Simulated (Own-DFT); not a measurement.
# Biaxial strain at fixed height in diamond-structure SiGeSn with randomly placed atoms, 64 atoms (Ge40Si16Sn8)

The numbers are computed, not measured, by runs of the plane-wave DFT program Own-DFT (in-house, retired, unreviewed) at fixed positions, with no spin and no spin-orbit coupling.

Common settings: PBE; PseudoDojo norm-conserving scalar-relativistic files; cutoff 49 hartree; 3 x 3 x 3 k mesh centred on Gamma; Fermi-Dirac smearing of 0.1 eV.

Limits: forces on such cells moved up to 12 meV/angstrom on a denser k mesh; stress not checked against mesh or cutoff.

Unstrained cell vectors in Å: (11.410, 0.000, 0.000); (0.000, 11.410, 0.000); (0.000, 0.000, 11.410). The unstrained cell has measured lattice constants (interpolated for alloys), not those of this functional. That, the random moves and any unrelaxed bonds set the pressure at no strain. Each run strains x and y alike by e, as a substrate would, and holds the height along z. All atoms carry random offsets, Gaussian with a width of 0.05 Å per axis. The random placing of the alloy's atoms differs from row to row. Stress is positive in tension.

| e (%) | u (Å) | (s_xx + s_yy)/2 (GPa) | s_zz (GPa) |
|---|---|---|---|
| -2.75 | 0.051 | -10.50 | -9.07 |
| -2.25 | 0.051 | -9.50 | -7.88 |
| -1.00 | 0.053 | ? | ? |
| -0.25 | 0.053 | -5.23 | -4.98 |
| 0.75 | 0.049 | -3.43 | -3.96 |
| 1.00 | 0.050 | -3.13 | -3.60 |
| 1.50 | 0.055 | -2.40 | -3.24 |
| 2.00 | 0.055 | -1.51 | -2.83 |
| 2.25 | 0.051 | -1.02 | -2.27 |
| 2.50 | 0.053 | -0.53 | -2.06 |

## Analysis

With e as a fraction, the in-plane stress is -4.9 + 186 e - 704 e² GPa (errors 2 and 153, scatter 0.11), and s_zz is -4.8 + 126 e - 887 e² GPa (slope ± 3, scatter 0.17). At e = 0 the first slope is C11 + C12 and the second 2 C12, both with the ions held to the strained lattice and at the cell's own pressure. The term in e² is negative: the layer stiffens under compression and softens under tension. A free layer would change its height as e changes, and the in-plane slope would drop by 2 C12²/C11 to the biaxial modulus. At fixed height, a misfit of 1 % moves the in-plane stress by about 1.9 GPa and s_zz by 1.3 GPa.

## Prediction

Question: what are the two stresses at e = -1.00 %?

The fitted form gives -6.8 and -6.1 GPa. The calculation gave -6.93 and -6.05 GPa.
